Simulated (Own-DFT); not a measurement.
# One host, several defects: C40 NbSi2

The numbers are computed, not measured, by runs of the plane-wave DFT program Own-DFT (in-house, retired, unreviewed) at fixed positions, with no spin and no spin-orbit coupling.

All runs used: PBE; PseudoDojo norm-conserving scalar-relativistic files; cutoff 42 hartree; 4 x 4 x 5 k mesh centred on Gamma; cold (Marzari-Vanderbilt) smearing of 0.2 eV.

Limits: forces on such cells failed a check on a denser k mesh; stress not checked against mesh or cutoff.

All runs share one cell, with vectors in Å (0.000, 8.324, 0.000); (-9.613, 0.000, 0.000); (0.000, 0.000, 6.586) and a volume of 527.0 Å³. The atoms are randomly displaced, by u rms on each axis. The defect's site can differ from row to row.

| cell | formula | u (Å) | P (GPa) |
|---|---|---|---|
| no defect | Nb12Si24 | 0.0196 | 1.45 |
| no defect | Nb12Si24 | 0.0451 | 2.50 |
| no defect | Nb12Si24 | 0.0478 | 2.40 |
| two Nb on a Si site each | Nb14Si22 | 0.0301 | 7.60 |
| two Nb on a Si site each | Nb14Si22 | 0.0337 | 7.44 |
| two Nb on a Si site each | Nb14Si22 | 0.0486 | 8.37 |
| one Si vacancy | Nb12Si23 | 0.0316 | 1.08 |
| one Si vacancy | Nb12Si23 | 0.0318 | 1.05 |
| one Si vacancy | Nb12Si23 | 0.0533 | 2.04 |
| two Nb vacancies | Nb10Si24 | 0.0292 | ? |
| two Nb vacancies | Nb10Si24 | 0.0323 | 0.09 |
| two Nb vacancies | Nb10Si24 | 0.0467 | 0.94 |
| two Nb vacancies | Nb10Si24 | 0.0505 | 0.57 |
| two Si on a Nb site each | Nb10Si26 | 0.0273 | 1.56 |
| two Si on a Nb site each | Nb10Si26 | 0.0508 | 2.66 |
| two Si on a Nb site each | Nb10Si26 | 0.0522 | 2.24 |

## Worked fit

P = P0 + c u² + a shift for each defect gives P0 = 1.32 GPa, c = 509 ± 67 GPa/Å² and a scatter of 0.20 GPa. The shifts, and each times the cell's volume:

- two Nb on a Si site each: 5.73 ± 0.17 GPa, 18.9 eV (9.4 eV for each of its 2 sites)
- two Si on a Nb site each: -0.19 ± 0.17 GPa, -0.6 eV (-0.3 eV for each of its 2 sites) (not resolved)
- one Si vacancy: -0.75 ± 0.17 GPa, -2.5 eV
- two Nb vacancies: -1.77 ± 0.17 GPa, -5.8 eV (-2.9 eV for each of its 2 sites)

Against the defect-free cell, a freed cell would be larger where the shift is positive and smaller where it is negative (160.2 GPa Å³ is 1 eV). The atoms around the defects weren't relaxed, which would change these numbers.

## Test on the hidden row

Question: what pressure belongs in the blank (two Nb vacancies, u = 0.0292 Å)?

The fitted form gives -0.02 ± 0.24 GPa. The hidden result is -0.15 GPa.
